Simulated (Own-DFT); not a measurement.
## Calculated data, GaN (wurtzite, atoms displaced)

Computed with Own-DFT development build. A calculation, not a measurement: plane-wave PBE density functional theory by an unreviewed code, no spin, of a simulated periodic cell, stress positive in tension, free energy of the whole cell less one offset for each atom, forces on such cells passed a denser k mesh, this cell's mesh not checked; offsets are fitted by least squares, one for each functional and potential file, so energies compare only between cells with the same atoms and settings and are not formation energies; the far tail of each file's local potential was reset to the Coulomb form; each entry is a single point on an unrelaxed cell, so the pressure reflects the starting lattice, mostly measured values (interpolated for alloys), from which strain is counted, and rises with the displacements; printed positions are rounded, which can move forces by about a meV/angstrom; the program, named Own-DFT, is a retired in-house code; no spin-orbit coupling.

Settings shared by all entries: functional PBE; potential files PseudoDojo norm-conserving, scalar-relativistic, standard set with the stringent files for Ga; wave cutoff 96 hartree; occupations Gaussian; smearing width 0.01 eV; k mesh 3 x 4 x 3 centred on Gamma.

(1) 
```cif
# cell vector a (Å): 12.7560 0.0000 0.0000
# cell vector b (Å): -4.7835 8.2853 0.0000
# cell vector c (Å): 0.0000 0.0000 10.3700
data_GaN
_symmetry_space_group_name_H-M 'P 1'
_symmetry_Int_Tables_number 1
_cell_length_a 12.7560
_cell_length_b 9.5670
_cell_length_c 10.3700
_cell_angle_alpha 90.000
_cell_angle_beta 90.000
_cell_angle_gamma 120.000
_cell_volume 1095.98
loop_
_atom_site_label
_atom_site_type_symbol
_atom_site_fract_x
_atom_site_fract_y
_atom_site_fract_z
_atom_site_occupancy
Ga1 Ga 0.08409 0.22527 0.00424 1
Ga2 Ga 0.16757 0.11799 0.24933 1
N1 N 0.07673 0.21199 0.18657 1
N2 N 0.16635 0.12144 0.43917 1
Ga3 Ga 0.08326 0.21758 0.50337 1
Ga4 Ga 0.16981 0.12021 0.75022 1
N3 N 0.08302 0.22382 0.68974 1
N4 N 0.17171 0.11252 0.94802 1
Ga5 Ga 0.08185 0.54917 0.00271 1
Ga6 Ga 0.16491 0.43570 0.25453 1
N5 N 0.07942 0.54197 0.19393 1
N6 N 0.16796 0.45425 0.43378 1
Ga7 Ga 0.08468 0.55276 0.49937 1
Ga8 Ga 0.16904 0.44887 0.74466 1
N7 N 0.08664 0.55893 0.68749 1
N8 N 0.16377 0.44157 0.94004 1
Ga9 Ga 0.08414 0.88970 0.99696 1
Ga10 Ga 0.16927 0.78941 0.25110 1
N9 N 0.08869 0.88349 0.19618 1
N10 N 0.17066 0.78051 0.44143 1
Ga11 Ga 0.08102 0.88264 0.50638 1
Ga12 Ga 0.16041 0.77051 0.74216 1
N11 N 0.08272 0.87834 0.68726 1
N12 N 0.17194 0.78239 0.93766 1
Ga13 Ga 0.33638 0.22247 0.00034 1
Ga14 Ga 0.41545 0.10919 0.24550 1
N13 N 0.33413 0.22041 0.19262 1
N14 N 0.41726 0.11091 0.43795 1
Ga15 Ga 0.33120 0.21542 0.49510 1
Ga16 Ga 0.41592 0.10902 0.74018 1
N15 N 0.32947 0.21678 0.68572 1
N16 N 0.41926 0.12008 0.94342 1
Ga17 Ga 0.32745 0.55355 0.99301 1
Ga18 Ga 0.42001 0.45337 0.25428 1
N17 N 0.33344 0.55276 0.18035 1
N18 N 0.41754 0.44330 0.43605 1
Ga19 Ga 0.33364 0.55578 0.50203 1
Ga20 Ga 0.41238 0.44427 0.75056 1
N19 N 0.33066 0.55380 0.69292 1
N20 N 0.41526 0.44254 0.95419 1
Ga21 Ga 0.32982 0.88838 0.99816 1
Ga22 Ga 0.42069 0.78502 0.24639 1
N21 N 0.34638 0.89895 0.18576 1
N22 N 0.40819 0.77041 0.43230 1
Ga23 Ga 0.33732 0.89639 0.49728 1
Ga24 Ga 0.41355 0.78368 0.74435 1
N23 N 0.34014 0.90166 0.68419 1
N24 N 0.41938 0.77565 0.94086 1
Ga25 Ga 0.57463 0.21579 0.00495 1
Ga26 Ga 0.66980 0.11536 0.24728 1
N25 N 0.58314 0.22337 0.19246 1
N26 N 0.67181 0.11386 0.43625 1
Ga27 Ga 0.58036 0.21769 0.50219 1
Ga28 Ga 0.66762 0.11634 0.74406 1
N27 N 0.57370 0.21649 0.70114 1
N28 N 0.66496 0.10781 0.94170 1
Ga29 Ga 0.58526 0.55748 0.00833 1
Ga30 Ga 0.66424 0.44464 0.25417 1
N29 N 0.57475 0.55213 0.19222 1
N30 N 0.67071 0.44614 0.44239 1
Ga31 Ga 0.58020 0.55643 0.50210 1
Ga32 Ga 0.65855 0.43922 0.75492 1
N31 N 0.59056 0.55357 0.68744 1
N32 N 0.67738 0.45427 0.94559 1
Ga33 Ga 0.58323 0.89134 0.99923 1
Ga34 Ga 0.66385 0.77746 0.25456 1
N33 N 0.58297 0.88662 0.18257 1
N34 N 0.67797 0.79414 0.43353 1
Ga35 Ga 0.58622 0.88958 0.49479 1
Ga36 Ga 0.66812 0.78335 0.75161 1
N35 N 0.58479 0.88325 0.68847 1
N36 N 0.66562 0.77395 0.93671 1
Ga37 Ga 0.83647 0.23811 0.00486 1
Ga38 Ga 0.91835 0.10574 0.25197 1
N37 N 0.83160 0.22454 0.19470 1
N38 N 0.91807 0.11093 0.43652 1
Ga39 Ga 0.83954 0.21871 0.49802 1
Ga40 Ga 0.92063 0.11513 0.75139 1
N39 N 0.83422 0.21959 0.68981 1
N40 N 0.91744 0.11069 0.93913 1
Ga41 Ga 0.83358 0.55104 0.99797 1
Ga42 Ga 0.91432 0.44782 0.25387 1
N41 N 0.83083 0.54787 0.18860 1
N42 N 0.91647 0.44399 0.44230 1
Ga43 Ga 0.83926 0.56756 0.50284 1
Ga44 Ga 0.92077 0.45146 0.74652 1
N43 N 0.83564 0.56237 0.68212 1
N44 N 0.91929 0.45344 0.93910 1
Ga45 Ga 0.83100 0.88909 0.00279 1
Ga46 Ga 0.91800 0.77946 0.25270 1
N45 N 0.83852 0.89305 0.18847 1
N46 N 0.91731 0.77269 0.44078 1
Ga47 Ga 0.83976 0.90103 0.50245 1
Ga48 Ga 0.90992 0.78152 0.74921 1
N47 N 0.83447 0.89655 0.69124 1
N48 N 0.91719 0.78318 0.94252 1
_calc_free_energy_of_cell_above_offsets '-5.656'  # eV
_calc_pressure 6.88  # GPa
_calc_stress_xx -8.63  # GPa
_calc_stress_yy -5.99  # GPa
_calc_stress_zz -6.01  # GPa
_calc_stress_yz 0.32  # GPa
_calc_stress_xz -0.64  # GPa
_calc_stress_xy 0.24  # GPa
```

Force:
```csv
element,x (eV/Å),y (eV/Å),z (eV/Å)
Ga,0.072,-0.928,-0.821
Ga,0.786,-0.94,0
N,0.611,1.037,0.659
N,0.979,-1.694,-0.24
Ga,-0.788,1.541,-0.317
Ga,0.067,-1.635,0.936
N,0.322,0.272,-0.226
N,-1.025,0.206,-1.451
Ga,0.023,1.227,0.647
Ga,0.27,0.858,-1.483
N,-0.117,1.523,-0.627
N,1.152,-1.726,1.667
Ga,-0.921,0.765,-0.545
Ga,-0.78,-0.788,1.331
N,0.148,-1.142,-0.356
N,-0.143,-0.005,-1.22
Ga,0.102,-0.271,0.699
Ga,2.972,-2.362,0.692
N,-2.9,1.731,-1.588
N,-0.455,0.024,-0.124
Ga,0.39,0.763,-1.325
Ga,1.479,1.513,1.574
N,-1.765,1.796,0.8
N,-1.069,-1.298,-0.604
Ga,-0.565,0.222,1.111
Ga,0.195,1.047,0.703
N,-0.477,0.606,0.001
N,0.067,0.381,-0.339
Ga,-0.249,0.827,0.239
Ga,-1.889,0.552,2.633
N,0.244,1.071,-0.122
N,-0.297,-1.712,-1.623
Ga,0.987,0.339,1.07
Ga,-1.51,-1.516,-1.062
N,-0.78,0.288,1.257
N,-0.477,0.175,1.319
Ga,-0.133,-0.291,-0.572
Ga,1.521,-0.184,0.961
N,0.496,0.834,-0.899
N,0.301,0.536,-2.453
Ga,1.52,0.65,0.095
Ga,0.04,-1.646,-0.303
N,-1.839,-1.354,-0.166
N,1.353,1.056,0.874
Ga,-0.017,-1.177,-0.121
Ga,1.258,-0.166,1.215
N,-0.8,-2.505,-0.191
N,-1.296,0.404,-1.269
Ga,1.996,1.216,-0.141
Ga,-0.64,-0.727,0.154
N,-0.032,0.066,-0.122
N,-0.698,-0.241,0.64
Ga,0.836,1.009,-0.113
Ga,0.304,-0.91,1.341
N,2.396,1.31,-2.058
N,0,1.358,-0.652
Ga,-0.107,-0.134,-0.866
Ga,0.241,0.026,-0.046
N,2.319,1.193,0.197
N,-0.815,-0.124,0.077
Ga,1.384,0.303,-0.44
Ga,1.904,0.39,0.491
N,-2.529,0.838,0.157
N,-2.45,-1.856,-0.965
Ga,0.57,-0.591,-0.432
Ga,0.624,0.262,-1.528
N,0.489,0.65,1.167
N,-0.441,-1.609,1.345
Ga,-0.782,0.033,0.394
Ga,0.485,-1.059,0.188
N,-1.334,0.885,-0.854
N,-0.091,0.396,0.587
Ga,0.25,-1.988,-0.278
Ga,-1.399,0.72,-0.538
N,1.284,-0.032,-0.633
N,0.951,0.497,0.219
Ga,-1.568,1.024,0.421
Ga,-0.705,-0.035,1.023
N,-0.131,0.93,-0.417
N,-0.456,0.741,0.301
Ga,0.231,2.031,1.143
Ga,0.807,-0.43,0.402
N,-0.777,1.344,0.051
N,0.198,0.159,0.17
Ga,-0.206,-2.585,-0.482
Ga,-0.807,-0.57,0.105
N,-0.261,-0.805,2.085
N,0.792,-0.538,-1.027
Ga,0.095,0.248,-0.358
Ga,0.378,-0.717,-0.548
N,-0.707,-1.237,0.38
N,-0.612,2.403,-0.541
Ga,0.318,-1.636,0.121
Ga,1.376,-0.484,0.829
N,-0.047,-0.075,-0.763
N,0.302,-0.557,-0.621
```

(2) 
```cif
# cell vector a (Å): 12.7560 0.0000 0.0000
# cell vector b (Å): -4.7835 8.2853 0.0000
# cell vector c (Å): 0.0000 0.0000 10.3700
data_GaN
_symmetry_space_group_name_H-M 'P 1'
_symmetry_Int_Tables_number 1
_cell_length_a 12.7560
_cell_length_b 9.5670
_cell_length_c 10.3700
_cell_angle_alpha 90.000
_cell_angle_beta 90.000
_cell_angle_gamma 120.000
_cell_volume 1095.98
loop_
_atom_site_label
_atom_site_type_symbol
_atom_site_fract_x
_atom_site_fract_y
_atom_site_fract_z
_atom_site_occupancy
Ga1 Ga 0.08143 0.21469 0.00802 1
Ga2 Ga 0.17190 0.11874 0.25043 1
N1 N 0.08617 0.23093 0.18510 1
N2 N 0.16606 0.10741 0.44503 1
Ga3 Ga 0.08214 0.21910 0.50188 1
Ga4 Ga 0.16576 0.11180 0.74831 1
N3 N 0.08627 0.22031 0.69228 1
N4 N 0.17047 0.10981 0.93600 1
Ga5 Ga 0.08687 0.56034 0.00025 1
Ga6 Ga 0.16700 0.44782 0.25747 1
N5 N 0.08695 0.56471 0.19418 1
N6 N 0.16497 0.45349 0.44012 1
Ga7 Ga 0.07473 0.54562 0.49575 1
Ga8 Ga 0.17130 0.44534 0.75205 1
N7 N 0.07655 0.55256 0.68449 1
N8 N 0.17388 0.44866 0.93511 1
Ga9 Ga 0.08348 0.90353 0.00561 1
Ga10 Ga 0.17051 0.77564 0.26444 1
N9 N 0.08345 0.88101 0.18454 1
N10 N 0.16801 0.77724 0.43975 1
Ga11 Ga 0.08650 0.88510 0.49515 1
Ga12 Ga 0.16409 0.76758 0.75487 1
N11 N 0.08224 0.88692 0.69275 1
N12 N 0.16084 0.77790 0.93366 1
Ga13 Ga 0.32573 0.21005 0.00535 1
Ga14 Ga 0.41622 0.12060 0.24512 1
N13 N 0.33183 0.21716 0.19418 1
N14 N 0.42298 0.11052 0.43770 1
Ga15 Ga 0.33412 0.22808 0.50512 1
Ga16 Ga 0.42554 0.11604 0.74822 1
N15 N 0.33985 0.23136 0.68269 1
N16 N 0.41894 0.11741 0.93719 1
Ga17 Ga 0.34117 0.55702 0.99098 1
Ga18 Ga 0.41642 0.45421 0.25146 1
N17 N 0.33378 0.56326 0.17933 1
N18 N 0.40871 0.43653 0.43949 1
Ga19 Ga 0.32934 0.56053 0.50526 1
Ga20 Ga 0.41701 0.44064 0.74160 1
N19 N 0.32997 0.54802 0.68743 1
N20 N 0.41734 0.44453 0.93888 1
Ga21 Ga 0.33540 0.89702 0.00589 1
Ga22 Ga 0.41573 0.77866 0.24886 1
N21 N 0.32995 0.88160 0.19622 1
N22 N 0.42092 0.77858 0.42707 1
Ga23 Ga 0.34481 0.90225 0.49748 1
Ga24 Ga 0.41750 0.77112 0.74708 1
N23 N 0.32584 0.88621 0.68577 1
N24 N 0.41314 0.76905 0.93339 1
Ga25 Ga 0.58228 0.22496 0.00035 1
Ga26 Ga 0.66182 0.10858 0.24730 1
N25 N 0.58600 0.21702 0.19310 1
N26 N 0.66945 0.11446 0.43857 1
Ga27 Ga 0.58211 0.21239 0.50145 1
Ga28 Ga 0.65895 0.10300 0.74746 1
N27 N 0.59057 0.22435 0.68848 1
N28 N 0.66563 0.10889 0.93701 1
Ga29 Ga 0.57911 0.56063 0.00041 1
Ga30 Ga 0.66722 0.44639 0.24442 1
N29 N 0.58496 0.54731 0.19506 1
N30 N 0.67164 0.44781 0.43243 1
Ga31 Ga 0.58054 0.55643 0.49786 1
Ga32 Ga 0.67266 0.45057 0.75003 1
N31 N 0.58497 0.56593 0.69194 1
N32 N 0.66971 0.44373 0.93954 1
Ga33 Ga 0.57781 0.88740 0.99913 1
Ga34 Ga 0.66879 0.77948 0.24400 1
N33 N 0.58033 0.88819 0.18853 1
N34 N 0.66719 0.77862 0.44186 1
Ga35 Ga 0.58324 0.88637 0.50051 1
Ga36 Ga 0.66170 0.76631 0.75254 1
N35 N 0.58369 0.88704 0.68845 1
N36 N 0.66364 0.76338 0.93991 1
Ga37 Ga 0.83557 0.21857 0.99962 1
Ga38 Ga 0.92300 0.11444 0.25394 1
N37 N 0.82978 0.21763 0.19136 1
N38 N 0.91763 0.10357 0.42875 1
Ga39 Ga 0.83172 0.21749 0.49885 1
Ga40 Ga 0.91567 0.10882 0.74173 1
N39 N 0.82696 0.23134 0.68162 1
N40 N 0.91251 0.11256 0.94035 1
Ga41 Ga 0.83024 0.55228 0.99186 1
Ga42 Ga 0.91752 0.45017 0.25246 1
N41 N 0.82721 0.54424 0.19432 1
N42 N 0.91940 0.44276 0.42916 1
Ga43 Ga 0.83124 0.55770 0.50201 1
Ga44 Ga 0.91741 0.44325 0.74162 1
N43 N 0.84461 0.55848 0.68301 1
N44 N 0.90490 0.43478 0.93741 1
Ga45 Ga 0.82851 0.87787 0.99714 1
Ga46 Ga 0.91784 0.77953 0.24009 1
N45 N 0.84057 0.88095 0.18367 1
N46 N 0.90842 0.76810 0.43327 1
Ga47 Ga 0.83662 0.89764 0.50751 1
Ga48 Ga 0.92362 0.77827 0.75071 1
N47 N 0.84068 0.89408 0.68555 1
N48 N 0.91415 0.78201 0.93254 1
_calc_free_energy_of_cell_above_offsets '-4.142'  # eV
_calc_pressure 7.33  # GPa
_calc_stress_xx -6.9  # GPa
_calc_stress_yy -6.97  # GPa
_calc_stress_zz -8.12  # GPa
_calc_stress_yz 0.32  # GPa
_calc_stress_xz -0.29  # GPa
_calc_stress_xy 0.04  # GPa
```

Force:
```csv
element,x (eV/Å),y (eV/Å),z (eV/Å)
Ga,-0.551,1.191,-2.498
Ga,-1.107,-1.563,0.864
N,0.722,-0.516,1.733
N,0.045,0.723,-1.062
Ga,0.119,0.413,-0.069
Ga,1.256,-0.778,-0.103
N,-1.041,0.658,-0.85
N,-1.287,0.794,0.044
Ga,-0.489,-0.638,0.275
Ga,0.03,0.735,-1.563
N,0.114,-1.256,-0.895
N,1.435,-1.653,0.28
Ga,-0.069,1.721,0.973
Ga,-1.762,-0.443,-0.142
N,2.05,-0.104,0.007
N,-0.884,-0.828,0.818
Ga,0.553,-2.647,-1.219
Ga,-0.938,0.305,-2.251
N,0.166,1.436,1.296
N,0.755,-0.046,1.519
Ga,-1.57,-0.583,1.027
Ga,-0.642,0.832,-1.308
N,1.241,0.742,-1.104
N,0.654,0.687,1.76
Ga,0.918,2.001,-0.475
Ga,2.309,-1.675,1.382
N,-0.823,1.773,-1.141
N,-1.571,1.3,-0.537
Ga,0.594,-1.567,-1.46
Ga,-1.201,-0.719,-0.125
N,0.046,-1.83,1.585
N,-0.124,-0.613,0.246
Ga,-1.542,-0.676,1.096
Ga,0.138,-0.41,-0.223
N,0.383,-1.053,0.981
N,-0.014,1.815,-0.241
Ga,0.54,-0.044,-1.307
Ga,0.067,0.936,1.66
N,0.601,0.96,-0.025
N,0.539,-1.483,-0.718
Ga,-0.305,-1.504,-0.665
Ga,0.427,-0.259,-0.878
N,-0.098,1.899,-1.251
N,-0.496,-0.237,2.597
Ga,-0.86,-2.297,0.395
Ga,-1.168,0.697,0.003
N,1.841,0.513,0.201
N,-0.34,1.912,0.151
Ga,1.141,-0.175,0.348
Ga,1.743,-0.129,0.837
N,-2.255,0.893,-1.393
N,0,-1.288,-0.253
Ga,0.349,2.172,-0.601
Ga,1.464,0.752,0.931
N,-1.376,0.536,-0.128
N,-0.344,-0.318,0.001
Ga,1.204,-2.653,0.958
Ga,0.968,-1.333,1.383
N,-2.318,1.41,-1.37
N,-1.398,-1.057,1.33
Ga,0.951,-0.332,-0.321
Ga,0.25,-0.101,-0.171
N,0.749,-3.058,-1.475
N,-1.842,0.062,-0.589
Ga,0.69,0.182,-0.144
Ga,0.415,-0.008,0.997
N,0.753,-0.402,-0.569
N,0.121,0.228,-0.761
Ga,0.217,0.432,-0.63
Ga,0.601,3.269,0.323
N,-0.014,-0.68,-0.115
N,-0.934,2.674,-0.536
Ga,-1.622,0.451,0.887
Ga,-1.209,-0.611,-2.427
N,0.843,0.163,-0.23
N,-0.187,1.199,2.583
Ga,0.153,0.814,-0.973
Ga,-0.725,1.195,1.546
N,1.484,-2.127,0.399
N,1.938,-1.24,-1.029
Ga,0.886,0.733,1.666
Ga,0.289,-0.976,-1.624
N,0.664,1.784,-2.091
N,-1.209,-0.681,2.077
Ga,0.651,-0.5,-1.329
Ga,-0.1,-0.382,1.912
N,-2.303,0.35,0.892
N,1.886,1.025,-0.583
Ga,-0.39,1.48,0.115
Ga,1.408,-2.09,1.884
N,-2.938,1.746,-0.358
N,0.871,1.91,0.205
Ga,0.47,-2.037,-1.988
Ga,-0.865,-0.088,-0.586
N,-0.938,-1.174,1.359
N,1.15,-0.64,0.851
```

(3) 
```cif
# cell vector a (Å): 12.7560 0.0000 0.0000
# cell vector b (Å): -4.7835 8.2853 0.0000
# cell vector c (Å): 0.0000 0.0000 10.3700
data_GaN
_symmetry_space_group_name_H-M 'P 1'
_symmetry_Int_Tables_number 1
_cell_length_a 12.7560
_cell_length_b 9.5670
_cell_length_c 10.3700
_cell_angle_alpha 90.000
_cell_angle_beta 90.000
_cell_angle_gamma 120.000
_cell_volume 1095.98
loop_
_atom_site_label
_atom_site_type_symbol
_atom_site_fract_x
_atom_site_fract_y
_atom_site_fract_z
_atom_site_occupancy
Ga1 Ga 0.08553 0.22255 0.00070 1
Ga2 Ga 0.16723 0.11677 0.25180 1
N1 N 0.08804 0.22941 0.19732 1
N2 N 0.16667 0.10449 0.43633 1
Ga3 Ga 0.08747 0.22743 0.49488 1
Ga4 Ga 0.16780 0.11794 0.74350 1
N3 N 0.08237 0.22833 0.68584 1
N4 N 0.16833 0.11618 0.93564 1
Ga5 Ga 0.08331 0.54903 0.99464 1
Ga6 Ga 0.16712 0.43863 0.25353 1
N5 N 0.08435 0.55291 0.18055 1
N6 N 0.16321 0.44229 0.44272 1
Ga7 Ga 0.08531 0.55930 0.48830 1
Ga8 Ga 0.16496 0.44467 0.75307 1
N7 N 0.08798 0.56785 0.69390 1
N8 N 0.16421 0.44809 0.93637 1
Ga9 Ga 0.07671 0.87807 0.98835 1
Ga10 Ga 0.16575 0.76649 0.25622 1
N9 N 0.07722 0.88443 0.19789 1
N10 N 0.16828 0.78313 0.43413 1
Ga11 Ga 0.08262 0.89315 0.49873 1
Ga12 Ga 0.16708 0.77484 0.75014 1
N11 N 0.08843 0.89055 0.68377 1
N12 N 0.17024 0.78578 0.94324 1
Ga13 Ga 0.33663 0.23002 0.00225 1
Ga14 Ga 0.41932 0.11152 0.25100 1
N13 N 0.33171 0.21907 0.18900 1
N14 N 0.41769 0.11391 0.44126 1
Ga15 Ga 0.33586 0.21500 0.49446 1
Ga16 Ga 0.41672 0.11069 0.75932 1
N15 N 0.33025 0.21771 0.69389 1
N16 N 0.41854 0.10715 0.93940 1
Ga17 Ga 0.32981 0.55267 0.99876 1
Ga18 Ga 0.42241 0.44778 0.24132 1
N17 N 0.33423 0.56342 0.18915 1
N18 N 0.41946 0.44931 0.44904 1
Ga19 Ga 0.33922 0.55128 0.49729 1
Ga20 Ga 0.42865 0.45899 0.73909 1
N19 N 0.33281 0.54232 0.68783 1
N20 N 0.41576 0.44812 0.94284 1
Ga21 Ga 0.33139 0.88758 0.99004 1
Ga22 Ga 0.41842 0.77134 0.26180 1
N21 N 0.32653 0.87019 0.18298 1
N22 N 0.41899 0.77298 0.44310 1
Ga23 Ga 0.33803 0.89267 0.50165 1
Ga24 Ga 0.41673 0.77336 0.74886 1
N23 N 0.32821 0.88579 0.69424 1
N24 N 0.41000 0.77440 0.94580 1
Ga25 Ga 0.58465 0.21847 0.00372 1
Ga26 Ga 0.66007 0.10766 0.24712 1
N25 N 0.57698 0.21000 0.18284 1
N26 N 0.66836 0.11322 0.44916 1
Ga27 Ga 0.57860 0.21787 0.49511 1
Ga28 Ga 0.66563 0.10898 0.75500 1
N27 N 0.58216 0.22716 0.68663 1
N28 N 0.65800 0.09495 0.93527 1
Ga29 Ga 0.58385 0.55072 0.99657 1
Ga30 Ga 0.67270 0.45676 0.24177 1
N29 N 0.58771 0.55247 0.19042 1
N30 N 0.66260 0.43826 0.44014 1
Ga31 Ga 0.58221 0.55358 0.49575 1
Ga32 Ga 0.67359 0.45855 0.74739 1
N31 N 0.58827 0.55508 0.68586 1
N32 N 0.67090 0.44410 0.93997 1
Ga33 Ga 0.58899 0.89178 0.98780 1
Ga34 Ga 0.66711 0.77988 0.25850 1
N33 N 0.57413 0.88793 0.18977 1
N34 N 0.66098 0.77406 0.43329 1
Ga35 Ga 0.58944 0.89175 0.49851 1
Ga36 Ga 0.66565 0.77146 0.74257 1
N35 N 0.58233 0.88341 0.68829 1
N36 N 0.66535 0.78128 0.95191 1
Ga37 Ga 0.83570 0.22425 0.00994 1
Ga38 Ga 0.91669 0.11029 0.25144 1
N37 N 0.83579 0.22772 0.19177 1
N38 N 0.90643 0.10270 0.43606 1
Ga39 Ga 0.82705 0.21977 0.50257 1
Ga40 Ga 0.91070 0.10533 0.74865 1
N39 N 0.83289 0.22280 0.69644 1
N40 N 0.91437 0.10053 0.93896 1
Ga41 Ga 0.83662 0.55827 0.00484 1
Ga42 Ga 0.91732 0.44797 0.24392 1
N41 N 0.83071 0.55274 0.19359 1
N42 N 0.91711 0.44671 0.43252 1
Ga43 Ga 0.84011 0.56148 0.50072 1
Ga44 Ga 0.91751 0.44484 0.75861 1
N43 N 0.83225 0.55464 0.68799 1
N44 N 0.91591 0.45094 0.94392 1
Ga45 Ga 0.82841 0.89198 0.00263 1
Ga46 Ga 0.92114 0.78684 0.24145 1
N45 N 0.83772 0.89326 0.18842 1
N46 N 0.91364 0.77887 0.44556 1
Ga47 Ga 0.82964 0.88587 0.50095 1
Ga48 Ga 0.91425 0.77119 0.74690 1
N47 N 0.82755 0.88897 0.68921 1
N48 N 0.90954 0.77857 0.94122 1
_calc_free_energy_of_cell_above_offsets '-4.283'  # eV
_calc_pressure 7.36  # GPa
_calc_stress_xx -8.67  # GPa
_calc_stress_yy -7.54  # GPa
_calc_stress_zz -5.87  # GPa
_calc_stress_yz 0.31  # GPa
_calc_stress_xz 0.71  # GPa
_calc_stress_xy 0.42  # GPa
```

Force:
```csv
element,x (eV/Å),y (eV/Å),z (eV/Å)
Ga,-0.307,-0.315,0.053
Ga,0.623,-1.564,-0.539
N,-0.675,-1.49,-1.501
N,-0.307,1.743,0.307
Ga,-0.758,-1.562,0.856
Ga,-0.317,-0.531,0.702
N,-0.333,-0.889,-0.114
N,0.11,-0.597,0.331
Ga,-0.83,1.926,0.905
Ga,-0.35,2.111,-0.157
N,-0.185,-0.646,1.067
N,1.117,0.915,-0.804
Ga,-0.572,0.116,1.772
Ga,0.229,0.23,-1.151
N,-0.285,-2.722,-1.217
N,1.136,-1.312,0.251
Ga,-0.077,1.86,1.7
Ga,-0.372,1.227,-2.31
N,2.307,1.2,-1.742
N,0.427,-0.21,1.603
Ga,0.204,-1.111,0.001
Ga,-0.722,1.557,0.769
N,-1.232,-0.086,0.943
N,-0.903,-1.886,-1.336
Ga,0.068,-1.403,-0.8
Ga,-0.989,-1.913,-0.728
N,0.383,0.624,0.364
N,0.622,-1.312,-1.287
Ga,-1.708,1.209,1.795
Ga,-0.072,0.37,-1.559
N,1.176,1.208,-1.172
N,-0.557,1.23,0.934
Ga,-0.022,0.894,0.553
Ga,-1.021,-0.257,0.937
N,0.784,-2.04,0.183
N,0.833,-2.074,-2.224
Ga,-2.361,0.514,1.122
Ga,-0.766,-2.928,1.669
N,-1.304,1.633,-0.16
N,0.834,0.122,-0.997
Ga,0.445,0.269,2.252
Ga,-1.508,0.926,-1.768
N,0.17,1.729,1.127
N,-0.427,0.74,0.775
Ga,-0.45,-0.878,0.444
Ga,-0.75,-0.296,0.498
N,1.684,0.512,-0.914
N,1.69,-0.148,-1.928
Ga,-0.322,-0.18,-1.557
Ga,1.092,-0.064,0.848
N,0.353,1.925,1.229
N,-1.136,-0.668,-1.9
Ga,0.923,1.004,1.552
Ga,-0.773,0.469,-1.487
N,0.489,-0.318,0.55
N,0.671,3.726,0.654
Ga,-0.295,0.681,0.58
Ga,0.052,-2.627,2.144
N,-1.409,1.287,-0.807
N,0.626,0.998,-0.862
Ga,1.114,-0.065,0.033
Ga,0.286,-2.697,0.709
N,-0.248,0.815,-0.427
N,-0.287,-0.169,-0.214
Ga,-2.723,-2.32,2.67
Ga,-0.285,0.389,-3.03
N,2.281,0.076,-0.286
N,0.927,-0.015,2.037
Ga,-1.028,-0.246,0.621
Ga,-0.617,0.857,1.618
N,0.069,0.309,0.008
N,1.243,-1.995,-2.269
Ga,-0.113,-0.651,-1.658
Ga,-0.128,0.419,0.055
N,-0.51,-1.112,0.112
N,0.805,0.999,0.726
Ga,1.544,1.243,0.333
Ga,0.857,0.88,0.357
N,-0.218,0.273,-0.698
N,-0.399,2.295,0.069
Ga,-1.031,0.342,-0.012
Ga,0.66,0.15,0.714
N,0.958,1.352,-1.04
N,0.192,-0.353,0.657
Ga,-0.873,-1.051,-0.526
Ga,0.107,0.211,-1.102
N,1.15,0.072,0
N,0.685,-1.168,-0.166
Ga,0.776,-0.741,0.27
Ga,-1.079,-1.493,1.865
N,-1.282,-0.318,0.27
N,0.259,0.208,-1.128
Ga,0.027,0.093,-0.169
Ga,0.241,1.491,0.253
N,1.162,-0.548,-0.29
N,0.524,-0.463,-0.812
```
